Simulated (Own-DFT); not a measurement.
# Shaking the atoms of zincblende InP, 64 atoms (In32P32)

All numbers below are calculated, not measured. The program, named Own-DFT, is a retired in-house plane-wave density functional code that no person has reviewed. Each row is one single-point run on a periodic cell that was not relaxed, without spin or spin-orbit coupling.

Settings of every run: PBE; PseudoDojo norm-conserving scalar-relativistic files; cutoff 36 hartree; 3 x 3 x 3 k mesh centred on Gamma; Fermi-Dirac smearing of 0.1 eV.

Known limits, some of them of some rows only: some atoms lie very close together; forces on such cells moved up to 12 meV/angstrom on a denser k mesh; stress not checked against mesh or cutoff.

Cell vectors in Å: (11.737, 0.000, 0.000); (0.000, 11.737, 0.000); (0.000, 0.000, 11.737). In each run every atom was moved at random and independently from its ideal site; u is the rms move along one axis. E is the free energy for each atom above the fitted value at u = 0, and F the rms of the force components.

```
run   u (Å)  E (meV/atom)  F (eV/Å)  largest force (eV/Å)  P (GPa)
  1  0.0201           5.8     0.248                  0.98     3.21
  2  0.0208             ?         ?                     ?        ?
  3  0.0479          34.9     0.592                  2.04     3.58
  4  0.0484          30.7     0.554                  2.15     3.51
  5  0.0975         126.1     1.179                  3.71     4.52
  6  0.1015         169.5     1.497                  7.17     5.23
  7  0.1100         161.4     1.392                  5.65     5.00
  8  0.1483         382.6     2.747                 17.40     7.73
  9  0.1820         474.5     2.636                 11.73     8.70
```

## Worked fit

For small independent moves the energy grows as E = (3/2) K u², with K the mean stiffness felt by one atom. The runs with u up to 0.11 Å give K = 9.5 ± 0.5 eV/Å², with residuals divided by u² + 0.0006 Å², since the noise grows with the moves. The scatter is 4.2 meV/atom at u = 0.05 Å. The forces follow F = G u with G = 12.7 eV/Å²; no force at u = 0 is resolved. G exceeds K because the moves of its neighbours add to the force on an atom, and stiffness differs between atoms. At u = 0.182 Å the parabola gives 474 meV/atom and the run 474. The pressure follows P = 3.16 + 165 u² GPa: at fixed volume, shortened bonds push harder than stretched ones pull.

## Withheld run

Question: what energy and rms force should run 2 give?

The fit gives 6 ± 1 meV/atom and about 0.26 eV/Å. The calculation gave 6.1 meV/atom and 0.257 eV/Å.
